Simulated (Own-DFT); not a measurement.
Simulation results for Al$_{3}$GaAs$_{4}$ (zincblende random alloy, strained, atoms displaced), InGa$_{3}$As$_{4}$ (zincblende random alloy, strained, atoms displaced), Al$_{3}$GaAs$_{4}$ (zincblende random alloy, atoms displaced)

All values are calculated (Own-DFT development build). A calculation, not a measurement: plane-wave PBE density functional theory by an unreviewed code, no spin, of a simulated periodic cell, stress positive in tension, free energy of the whole cell less one offset for each atom, forces on such cells passed a denser k mesh, this cell's mesh not checked; offsets are fitted by least squares, one for each functional and potential file, so energies compare only between cells with the same atoms and settings and are not formation energies; the far tail of each file's local potential was reset to the Coulomb form; each entry is a single point on an unrelaxed cell, so the pressure reflects the starting lattice, mostly measured values, from which strain is counted, and rises with the displacements; printed positions are rounded, which can move forces by about a meV/angstrom; the program is a retired in-house code; no spin-orbit coupling; before rounding, a Quantum ESPRESSO 7.3.1 run of the same cell and cutoff gave forces within 1 meV/angstrom rms on each cell, which checks the program and not the settings.

Settings shared by all entries: functional PBE; potential files PseudoDojo norm-conserving, scalar-relativistic, standard set; wave cutoff 42 hartree; occupations Fermi-Dirac; smearing width 0.1 eV; k mesh 3 x 3 x 3 centred on Gamma.

(1) Al$_{3}$GaAs$_{4}$ (zincblende random alloy, strained, atoms displaced)

```xyz
64
Lattice="11.4830 -0.2183 0.0557 -0.2183 11.2338 -0.1265 0.0557 -0.1265 11.4615" Properties=species:S:1:pos:R:3 Al3GaAs4
Al     0.0173     0.0790     0.0253
Al    11.3902     2.6522     2.8665
Ga     2.6761    11.0886     2.7466
Ga     2.8750     2.6001    11.4360
As     1.3534     1.3448     1.4497
As     1.3602     4.1990     4.2626
As     4.2688     1.1934     4.3215
As     4.1866     4.1352     1.4197
Ga    -0.0545    11.1608     5.6880
Al    11.4655     2.4496     8.6859
Al     2.8969    -0.1381     8.5404
Al     2.7798     2.7227     5.7553
As     1.4686     1.3752     7.1217
As     1.4098     4.0757    10.0967
As     4.3720     1.1893    10.0814
As     4.2682     4.1402     7.1425
Al    11.3168     5.3398     0.0392
Al    -0.1275     8.2908     2.8243
Al     2.8081     5.4979     2.7520
Al     2.7337     8.3024    -0.0445
As     1.2780     7.0239     1.3979
As     1.2961     9.8385     4.1939
As     4.2351     6.7874     4.2132
As     4.1272     9.6675     1.4229
Ga    11.3695     5.3189     5.7830
Ga    -0.0607     8.3296     8.5590
Al     2.8469     5.4138     8.5273
Ga     2.7380     8.2596     5.6144
As     1.2310     6.9147     7.1147
As     1.2498     9.6563     9.9755
As     4.2807     6.7609     9.9848
As     4.1631     9.7133     7.0835
Al     5.9007    -0.1577    11.4172
Al     5.5419     2.6293     2.9606
Al     8.6350    -0.1281     2.9579
Al     8.6616     2.5450    11.4677
As     7.1326     1.2233     1.4254
As     7.0568     3.9453     4.3376
As    10.0995     1.1445     4.3344
As     9.8762     3.9340     1.4633
Al     5.6280    11.0308     5.6427
Al     5.7659     2.6390     8.3978
Al     8.5646    -0.2260     8.6846
Ga     8.5498     2.5860     5.7426
As     7.1630     1.1658     7.3018
As     7.1354     3.9120    10.0715
As    10.0082     1.1267    10.0439
As     9.9440     3.9437     7.0836
Al     5.5630     5.3348     0.0074
Al     5.5935     8.3222     2.7352
Al     8.5368     5.4528     2.8743
Ga     8.4034     8.2571     0.0287
As     7.0873     6.9052     1.4407
As     6.9751     9.5887     4.1869
As    10.0663     6.7518     4.2213
As     9.8539     9.7167     1.5025
Al     5.6173     5.4369     5.6528
Al     5.5860     8.1984     8.4848
Al     8.5840     5.4233     8.5494
Al     8.4571     8.2174     5.7174
As     7.0685     6.7964     7.1259
As     7.0686     9.5320     9.9788
As     9.8962     6.5894    10.0342
As     9.8040     9.5763     7.1142
```

```
free energy of cell above offsets : -17.821 eV
pressure                          : 2.03 GPa
stress xx                         : -1.63 GPa
stress yy                         : -2.7 GPa
stress zz                         : -1.77 GPa
stress yz                         : -1.85 GPa
stress xz                         : 0.51 GPa
stress xy                         : -2.54 GPa
```

Force:
| element | x (eV/Å) | y (eV/Å) | z (eV/Å) |
| --- | --- | --- | --- |
| Al | -1.015 | -0.838 | -0.575 |
| Al | 0.194 | -0.581 | 0.263 |
| Ga | -0.172 | 0.469 | -0.599 |
| Ga | -0.226 | -0.337 | 0.095 |
| As | 0.998 | 0.696 | 0.637 |
| As | 0.283 | -0.337 | 0.112 |
| As | -0.191 | 0.214 | 1.118 |
| As | 0.008 | -1.263 | 0.646 |
| Ga | -1.403 | -0.258 | -0.54 |
| Al | -0.054 | 0.785 | -0.603 |
| Al | -0.161 | 0.064 | 0.795 |
| Al | 0.817 | 0.527 | -1.229 |
| As | -0.127 | -0.314 | 1.53 |
| As | 0.085 | -0.109 | -0.712 |
| As | -0.163 | 0.356 | -1.038 |
| As | -0.016 | -1.001 | -0.339 |
| Al | -0.039 | 0.341 | 0.095 |
| Al | 0.258 | 2.035 | -0.649 |
| Al | -0.946 | 0.633 | 0.369 |
| Al | -0.017 | 0.283 | -0.536 |
| As | 0.336 | -1.008 | -0.283 |
| As | -0.275 | -1.438 | 0.345 |
| As | -0.096 | 0.881 | -0.132 |
| As | 0.229 | 0.735 | -1.18 |
| Ga | 0.025 | 0.084 | -0.835 |
| Ga | -1.54 | -0.271 | -0.174 |
| Al | -1.062 | 0.741 | 0.556 |
| Ga | -0.074 | 0.185 | -0.054 |
| As | 1.38 | -0.169 | 0.221 |
| As | 1.012 | 0.76 | 0.323 |
| As | -0.241 | 0.054 | 0.293 |
| As | -0.007 | -0.651 | -0.086 |
| Al | -0.93 | -1.204 | 0.134 |
| Al | 0.826 | 0.15 | -1.169 |
| Al | -0.771 | -0.177 | -0.245 |
| Al | -1.258 | -0.699 | -0.449 |
| As | 0.523 | 0.986 | 1.147 |
| As | 0.293 | 0.6 | -0.37 |
| As | 0.122 | 0.422 | 0.752 |
| As | 0.75 | 0.986 | 0.537 |
| Al | -0.338 | 0.075 | -0.358 |
| Al | -0.91 | 0.451 | 1.834 |
| Al | 0.453 | -0.552 | -0.18 |
| Ga | -0.041 | -0.826 | -0.435 |
| As | 0.622 | -0.275 | -1.316 |
| As | 0.261 | 0.198 | -0.788 |
| As | 0.565 | -0.417 | 0.524 |
| As | 0.42 | -0.206 | 1.487 |
| Al | 1.174 | 1.472 | -0.583 |
| Al | -0.265 | -0.802 | 0.427 |
| Al | -0.556 | -0.31 | 0.049 |
| Ga | 0.959 | 0.449 | -0.414 |
| As | -0.833 | -1.215 | 0.039 |
| As | 0.715 | 0.515 | 0.65 |
| As | -1.469 | -0.368 | 1.597 |
| As | 0.573 | -0.887 | -0.674 |
| Al | 0.633 | 0.151 | 0.011 |
| Al | 0.123 | 0.312 | 0.229 |
| Al | -1.136 | -1.09 | -0.414 |
| Al | 0.018 | -0.444 | -1.086 |
| As | -0.031 | -0.16 | -0.073 |
| As | -0.414 | -0.147 | -0.091 |
| As | 1.084 | 1.373 | 0.763 |
| As | 1.035 | 0.371 | 0.633 |

(2) InGa$_{3}$As$_{4}$ (zincblende random alloy, strained, atoms displaced)

```xyz
64
Lattice="11.3066 0.0000 0.0000 0.0000 11.3066 0.0000 0.0000 0.0000 11.7318" Properties=species:S:1:pos:R:3 InGa3As4
Ga     0.0189    11.2230     0.0040
Ga     0.0260     2.8442     2.8210
Ga     2.8735    11.1995     2.9970
Ga     2.8408     2.7541     0.0015
As     1.3312     1.4441     1.4940
As     1.3607     4.2407     4.3654
As     4.2415     1.3629     4.4184
As     4.1188     4.2700     1.4794
Ga    11.2391    11.2752     5.8219
Ga    11.2805     2.8293     8.7968
In     2.8699    11.2991     8.8187
In     2.7817     2.8134     5.9484
As     1.3542     1.4257     7.2863
As     1.3068     4.1792    10.3533
As     4.1480     1.3140    10.2335
As     4.2656     4.1550     7.3052
In    11.1739     5.7679     0.0174
In    11.2438     8.4067     2.9519
Ga     2.7738     5.5508     2.9467
Ga     2.7949     8.3777     0.0520
As     1.4289     7.0685     1.4210
As     1.4709     9.9923     4.3783
As     4.1973     6.9669     4.4673
As     4.1130     9.8573     1.5170
Ga     0.0223     5.7564     5.9637
Ga    11.2648     8.4296     8.8027
Ga     2.8173     5.6901     8.7179
Ga     2.7977     8.4488     5.8749
As     1.3815     7.0352     7.3715
As     1.4232     9.8834    10.2258
As     4.3123     6.9627    10.3104
As     4.3499     9.9209     7.3345
Ga     5.6914    11.3003     0.0583
Ga     5.6529     2.8241     2.9332
Ga     8.4158     0.0152     2.9901
Ga     8.5578     2.8278     0.0141
As     7.0377     1.4272     1.4904
As     7.1335     4.1634     4.3843
As     9.8962     1.4428     4.3930
As     9.8769     4.2733     1.4612
Ga     5.6317     0.0132     5.8462
In     5.6388     2.8874     8.8385
Ga     8.4742    11.2617     8.8398
Ga     8.4842     2.7480     5.8421
As     7.0318     1.3170     7.2812
As     7.0103     4.2826    10.2177
As     9.8747     1.3312    10.2820
As     9.9012     4.2242     7.3214
Ga     5.6261     5.6993    11.6672
In     5.7016     8.4281     3.0078
In     8.4556     5.6283     2.8661
In     8.5409     8.4378    11.7241
As     7.1324     7.0383     1.5066
As     7.0551     9.9384     4.4437
As     9.9079     7.1142     4.3423
As     9.8450     9.8533     1.4690
Ga     5.6668     5.6689     5.8427
Ga     5.6446     8.4779     8.7472
Ga     8.5559     5.5748     8.7670
Ga     8.4418     8.5711     5.9634
As     7.0608     7.0997     7.4044
As     7.1390     9.9053    10.2502
As     9.8743     7.1186    10.3773
As     9.9017     9.9793     7.4367
```

```
free energy of cell above offsets : -20.058 eV
pressure                          : 6.3 GPa
stress xx                         : -6.98 GPa
stress yy                         : -6.93 GPa
stress zz                         : -5 GPa
stress yz                         : -0.02 GPa
stress xz                         : 0.1 GPa
stress xy                         : -0.03 GPa
```

Force:
| element | x (eV/Å) | y (eV/Å) | z (eV/Å) |
| --- | --- | --- | --- |
| Ga | -0.181 | 0.256 | 0.215 |
| Ga | -0.678 | 0.347 | 0.943 |
| Ga | -0.151 | 1.659 | -0.595 |
| Ga | -0.507 | 0.143 | 0.013 |
| As | 1.193 | -1.252 | -0.43 |
| As | -0.829 | 0.471 | 0.084 |
| As | 0.354 | 0.003 | -0.859 |
| As | 1.328 | -0.558 | -0.538 |
| Ga | 0.399 | 0.336 | 0.202 |
| Ga | 0.04 | -0.348 | 0.297 |
| In | -1.517 | -0.795 | -2.013 |
| In | 0.061 | 0.134 | -1.729 |
| As | -1.812 | -1.129 | 1.027 |
| As | 1.218 | 0.017 | -1.15 |
| As | 2.161 | 1.766 | 3 |
| As | -0.066 | 2.939 | -0.095 |
| In | 1.866 | -1.605 | 0.439 |
| In | 2.038 | 1.817 | -0.889 |
| Ga | -0.196 | 0.907 | 0.099 |
| Ga | 0.489 | 0.704 | -1.031 |
| As | 1.105 | -0.506 | 1.161 |
| As | -0.662 | -1.061 | 1.281 |
| As | -0.767 | -0.183 | -0.041 |
| As | 0.87 | 0.037 | -1.126 |
| Ga | -0.741 | -0.851 | -1.337 |
| Ga | 0.088 | 0.421 | 0.354 |
| Ga | 0.274 | -1.24 | 1.025 |
| Ga | 0.245 | 0.526 | 0.116 |
| As | 0.385 | 1.058 | 0.081 |
| As | -0.787 | -1.547 | 1.133 |
| As | -1.411 | 1.686 | -1.337 |
| As | -0.436 | -1.145 | -0.976 |
| Ga | -0.603 | -0.334 | -0.355 |
| Ga | -0.526 | 0.125 | 0.052 |
| Ga | 0.454 | 0.073 | -0.371 |
| Ga | -0.724 | -0.1 | -0.371 |
| As | 0.406 | 0.174 | -0.18 |
| As | -1.237 | -0.191 | 1.019 |
| As | 0.227 | -0.183 | -0.588 |
| As | 0.364 | -2.188 | -0.156 |
| Ga | 0.126 | -0.118 | -0.218 |
| In | -0.05 | -1.934 | -0.19 |
| Ga | -0.312 | 0.877 | -0.239 |
| Ga | -0.175 | 0.118 | 0.506 |
| As | 0.924 | 0.256 | 0.291 |
| As | 2.058 | 0.82 | 1.841 |
| As | 0.268 | 0.502 | -0.091 |
| As | 0.08 | -0.202 | -0.418 |
| Ga | 0.864 | -1.033 | 1.61 |
| In | -0.884 | 0.136 | -0.26 |
| In | 0.501 | -0.415 | 1.744 |
| In | -2.024 | 1.265 | 0.826 |
| As | -2.139 | 0.12 | -1.971 |
| As | 0.74 | 0.399 | 0.785 |
| As | -1.642 | -1.356 | 3.608 |
| As | 0.402 | 2.292 | 0.68 |
| Ga | 0.444 | -0.624 | 0.444 |
| Ga | 0.149 | 0.101 | 1.087 |
| Ga | -0.479 | 0.79 | 0.492 |
| Ga | 0.408 | -0.244 | -0.275 |
| As | 0.458 | -0.713 | -0.63 |
| As | -1.741 | 0.108 | -0.242 |
| As | 0.037 | -0.631 | -4.971 |
| As | 0.252 | -0.896 | -0.779 |

(3) Al$_{3}$GaAs$_{4}$ (zincblende random alloy, atoms displaced)

```xyz
64
Lattice="11.3183 0.0000 0.0000 0.0000 11.3183 0.0000 0.0000 0.0000 11.3183" Properties=species:S:1:pos:R:3 Al3GaAs4
Al    11.2889    11.3078    11.3113
Al     0.0414     2.8801     2.8490
Al     2.8968    11.2964     2.7699
Ga     2.8716     2.8009     0.0261
As     1.4723     1.4283     1.4015
As     1.4603     4.2840     4.2774
As     4.2715     1.4104     4.2799
As     4.2282     4.2452     1.3740
Al    11.3139    11.3075     5.6596
Al    11.2814     2.8346     8.5318
Ga     2.8148    11.2844     8.5054
Al     2.8167     2.8515     5.6727
As     1.3729     1.3582     7.0612
As     1.3981     4.2238     9.8265
As     4.2536     1.4352     9.8901
As     4.2388     4.2833     7.1121
Al    11.2993     5.6921    11.2589
Ga     0.0302     8.4434     2.8369
Ga     2.8649     5.6689     2.8001
Al     2.7664     8.5002     0.0217
As     1.4120     7.0793     1.4394
As     1.3742     9.9497     4.2618
As     4.2861     7.0621     4.2256
As     4.2762     9.9171     1.3425
Al    11.3103     5.6339     5.6594
Al     0.0128     8.4334     8.4433
Ga     2.8471     5.6588     8.4790
Al     2.7667     8.4546     5.6494
As     1.3771     7.0400     7.1226
As     1.4098     9.8546     9.8533
As     4.2174     7.0241     9.8466
As     4.2701     9.9178     7.1014
Ga     5.6576    11.2967     0.0764
Al     5.6991     2.8068     2.8433
Al     8.5896    11.2947     2.7864
Al     8.5489     2.7859    11.2972
As     7.0839     1.4046     1.4041
As     7.0990     4.2207     4.2867
As     9.9018     1.4423     4.2339
As     9.8695     4.2436     1.4061
Al     5.6725    11.2815     5.7066
Al     5.6580     2.8167     8.4977
Ga     8.5297    11.3128     8.4683
Al     8.4284     2.8111     5.6447
As     7.1234     1.4200     7.0390
As     7.0428     4.2569     9.9218
As     9.9555     1.3945     9.9234
As     9.9365     4.2254     6.9984
Al     5.6300     5.6083     0.0331
Al     5.6623     8.5105     2.8086
Al     8.4648     5.6575     2.8407
Al     8.4681     8.4346    11.2839
As     7.0777     7.0668     1.4365
As     7.0253     9.9216     4.2619
As     9.8744     7.0432     4.2199
As     9.8991     9.9058     1.4238
Al     5.6588     5.7348     5.6389
Ga     5.6101     8.5518     8.4665
Al     8.4824     5.6557     8.5279
Al     8.5002     8.5276     5.6616
As     7.0633     7.0249     7.0192
As     7.0638     9.8651     9.8843
As     9.9122     7.1049     9.9197
As     9.8527     9.9259     7.0501
```

```
free energy of cell above offsets : -19.814 eV
pressure                          : 3.03 GPa
stress xx                         : -3.02 GPa
stress yy                         : -3.04 GPa
stress zz                         : -3.02 GPa
stress yz                         : -0.05 GPa
stress xz                         : 0.15 GPa
stress xy                         : -0.15 GPa
```

Force:
| element | x (eV/Å) | y (eV/Å) | z (eV/Å) |
| --- | --- | --- | --- |
| Al | 0.795 | -0.236 | 0.212 |
| Al | -0.063 | -0.156 | -0.174 |
| Al | -0.273 | 0.247 | 0.626 |
| Ga | -0.422 | 0.324 | -0.716 |
| As | -0.665 | -0.32 | 0.24 |
| As | -0.134 | -0.034 | -0.355 |
| As | -0.161 | -0.075 | -0.126 |
| As | 0.286 | -0.388 | 0.791 |
| Al | -0.53 | 0.283 | -0.079 |
| Al | 0.188 | -0.225 | -0.917 |
| Ga | 0.133 | 0.407 | -0.112 |
| Al | 0.207 | -0.33 | 0.304 |
| As | 0.275 | 0.627 | 0.347 |
| As | 0.309 | 0.235 | 0.944 |
| As | 0.072 | -0.587 | 0.199 |
| As | 0.368 | -0.377 | -0.706 |
| Al | 0.328 | -0.606 | 0.452 |
| Ga | -0.387 | 0.41 | 0.261 |
| Ga | -0.077 | -0.082 | 0.207 |
| Al | 0.586 | -0.344 | -0.52 |
| As | -0.003 | -0.344 | -0.426 |
| As | 0.645 | -0.435 | -0.523 |
| As | -0.598 | 0.581 | -0.154 |
| As | -0.597 | -0.864 | 0.652 |
| Al | 0.105 | 0.456 | -0.239 |
| Al | -0.603 | 0.725 | 0.169 |
| Ga | -0.419 | -0.219 | 0.037 |
| Al | 0.364 | 0.218 | 0.136 |
| As | 0.339 | -0.147 | -0.835 |
| As | -0.456 | 0.231 | 0.469 |
| As | 0.296 | 0.717 | 1.019 |
| As | -0.904 | -0.131 | -0.662 |
| Ga | 0.488 | 0.56 | -1.23 |
| Al | -0.271 | 0.206 | -0.024 |
| Al | -1.047 | 0.411 | 0.689 |
| Al | -0.668 | 0.305 | 0.023 |
| As | 0.446 | 0.004 | 0.173 |
| As | -0.621 | 0.525 | -0.45 |
| As | 0.226 | -0.067 | 0.012 |
| As | 0.496 | 0.18 | -0.003 |
| Al | -0.038 | 0.5 | -0.19 |
| Al | 0.236 | 0.181 | -0.314 |
| Ga | -0.47 | 0.171 | 0.444 |
| Al | 0.924 | 0.102 | -0.009 |
| As | -0.627 | -0.223 | 0.676 |
| As | 0.484 | -0.463 | 0.056 |
| As | -0.467 | -0.037 | -0.287 |
| As | -0.706 | -0.192 | 0.84 |
| Al | 0.198 | 0.771 | -0.432 |
| Al | 0.03 | 0.025 | 0.067 |
| Al | 0.002 | -0.323 | -0.063 |
| Al | -0.029 | 0.531 | 0.438 |
| As | -0.296 | -0.089 | -0.253 |
| As | 0.708 | -0.023 | -0.462 |
| As | 0.267 | 0.303 | 0.405 |
| As | 0.311 | -0.828 | -0.597 |
| Al | -0.101 | -1.121 | 0.095 |
| Ga | 0.49 | -1.061 | 0.121 |
| Al | 0.118 | -0.138 | -0.551 |
| Al | -0.486 | -0.527 | -0.334 |
| As | 0.474 | 0.867 | 0.779 |
| As | 0.15 | 0.474 | 0.242 |
| As | -0.119 | -0.132 | -0.523 |
| As | 0.888 | -0.455 | 0.142 |

(4) Al$_{3}$GaAs$_{4}$ (zincblende random alloy, atoms displaced)

```xyz
64
Lattice="11.3183 0.0000 0.0000 0.0000 11.3183 0.0000 0.0000 0.0000 11.3183" Properties=species:S:1:pos:R:3 Al3GaAs4
Al    11.3080     0.0074     0.0368
Al     0.0057     2.8523     2.8295
Al     2.8145    11.3072     2.7898
Al     2.8363     2.8238     0.0025
As     1.4226     1.3833     1.4134
As     1.3138     4.2572     4.2299
As     4.2690     1.4637     4.2661
As     4.2061     4.2884     1.4401
Ga    11.2932     0.0763     5.6460
Al     0.0667     2.8512     8.4639
Al     2.8331    11.3037     8.4133
Al     2.7898     2.8296     5.6793
As     1.4322     1.4309     7.0540
As     1.4732     4.2606     9.9022
As     4.2902     1.3967     9.9398
As     4.2139     4.2514     7.0928
Ga    11.2733     5.6431    11.3166
Al     0.0176     8.4951     2.8381
Al     2.7940     5.6529     2.8893
Al     2.8655     8.4936     0.0246
As     1.3901     7.0798     1.4009
As     1.4754     9.9473     4.2387
As     4.2764     7.1214     4.2530
As     4.2271     9.8636     1.3785
Ga    11.2847     5.6279     5.6318
Al    11.2901     8.4753     8.4702
Ga     2.8841     5.6468     8.4484
Al     2.8739     8.4585     5.6696
As     1.4142     7.0640     7.0618
As     1.4676     9.9298     9.9563
As     4.2741     7.0429     9.9188
As     4.2113     9.9358     7.0384
Ga     5.6471    11.3126     0.0105
Al     5.6920     2.7718     2.8373
Al     8.4425     0.0552     2.8305
Al     8.4880     2.8631     0.0086
As     7.0556     1.4290     1.4602
As     7.0381     4.2629     4.1920
As     9.9406     1.3852     4.2641
As     9.8384     4.2339     1.3773
Al     5.6756    11.3000     5.6920
Al     5.6295     2.8846     8.4545
Al     8.4900     0.0103     8.5136
Al     8.4878     2.8236     5.7187
As     7.1078     1.4016     7.0631
As     7.0809     4.2286     9.8536
As     9.8950     1.4152     9.9187
As     9.9647     4.1883     7.0891
Ga     5.6221     5.7024     0.0370
Al     5.6210     8.5250     2.8015
Ga     8.4867     5.6593     2.8356
Al     8.5276     8.5076     0.0311
As     7.0818     7.0660     1.4196
As     7.0717     9.9040     4.2350
As     9.9498     7.0842     4.2131
As     9.8847     9.9273     1.4434
Al     5.6262     5.6355     5.6908
Al     5.6471     8.4762     8.5030
Ga     8.4788     5.6661     8.4628
Al     8.5144     8.5114     5.6975
As     7.0672     7.1045     6.9996
As     7.0957     9.9469     9.9185
As     9.9004     7.0651     9.8385
As     9.8605     9.8324     7.1364
```

```
free energy of cell above offsets : -19.930 eV
pressure                          : 3.01 GPa
stress xx                         : -3.01 GPa
stress yy                         : -3 GPa
stress zz                         : -3.01 GPa
stress yz                         : 0.15 GPa
stress xz                         : -0.07 GPa
stress xy                         : -0.18 GPa
```

Force:
| element | x (eV/Å) | y (eV/Å) | z (eV/Å) |
| --- | --- | --- | --- |
| Al | -0.039 | -0.144 | -0.326 |
| Al | -0.381 | -0.478 | -0.46 |
| Al | 0.62 | 0.282 | 0.33 |
| Al | 0.149 | -0.013 | 0.091 |
| As | -0.138 | 0.625 | 0.034 |
| As | 1.037 | -0.272 | 0.246 |
| As | -0.373 | -0.601 | 0.004 |
| As | 0.251 | -0.613 | 0.211 |
| Ga | 0.382 | -1.205 | 0.479 |
| Al | -0.096 | -0.316 | 0.75 |
| Al | -0.019 | 0.303 | 0.947 |
| Al | 0.149 | 0.359 | -0.627 |
| As | -0.185 | -0.207 | 0.275 |
| As | -0.331 | -0.077 | 0.002 |
| As | -0.52 | 0.342 | -0.764 |
| As | 0.1 | -0.341 | -0.668 |
| Ga | 0.263 | 0.116 | -0.274 |
| Al | 0.238 | 0.419 | -0.095 |
| Al | 0.038 | 0.413 | -0.2 |
| Al | -0.477 | -0.585 | -0.511 |
| As | 0.222 | -0.109 | 0.129 |
| As | -0.498 | -0.486 | 0.39 |
| As | -0.195 | -0.618 | -0.106 |
| As | 0.195 | 0.634 | 0.428 |
| Ga | -0.044 | 0.418 | 0.415 |
| Al | 0.91 | 0.116 | 0.496 |
| Ga | -0.59 | 0.54 | 0.543 |
| Al | -0.54 | 0.28 | -0.168 |
| As | 0.004 | -0.018 | -0.058 |
| As | -0.485 | -0.2 | -0.612 |
| As | -0.409 | 0.517 | -0.283 |
| As | 0.525 | -0.592 | 0.342 |
| Ga | 0.319 | -0.09 | 0.155 |
| Al | -0.677 | 0.884 | -0.083 |
| Al | 0.418 | -0.446 | 0.318 |
| Al | -0.496 | -0.569 | -0.459 |
| As | 0.229 | -0.029 | -0.855 |
| As | 0.343 | -0.313 | 0.842 |
| As | -0.85 | 0.878 | -0.529 |
| As | 0.63 | 0.083 | 0.624 |
| Al | 0.012 | 0.271 | -0.458 |
| Al | 0.379 | -0.806 | 0.334 |
| Al | 0.082 | 0.044 | -0.049 |
| Al | 0.089 | 0.232 | -0.847 |
| As | -0.502 | 0.098 | 0.388 |
| As | -0.293 | 0.34 | 0.516 |
| As | 0.39 | 0.288 | -0.122 |
| As | -0.608 | 0.53 | -0.086 |
| Ga | 0.554 | -0.663 | -0.149 |
| Al | 0.586 | -0.255 | 0.119 |
| Ga | 0.046 | 0.173 | 0.018 |
| Al | -0.216 | -0.218 | -0.383 |
| As | -0.022 | 0.464 | 0.036 |
| As | 0.031 | -0.028 | 0.087 |
| As | -0.579 | 0.102 | 0.399 |
| As | 0.111 | 0.008 | 0.207 |
| Al | 0.233 | 0.186 | -0.5 |
| Al | 0.185 | 0.367 | -0.116 |
| Ga | -0.012 | -0.114 | -0.294 |
| Al | -0.108 | -0.263 | -0.933 |
| As | -0.161 | -0.301 | 0.577 |
| As | -0.186 | -0.586 | 0.018 |
| As | -0.14 | 0.123 | 0.652 |
| As | 0.449 | 1.12 | -0.389 |
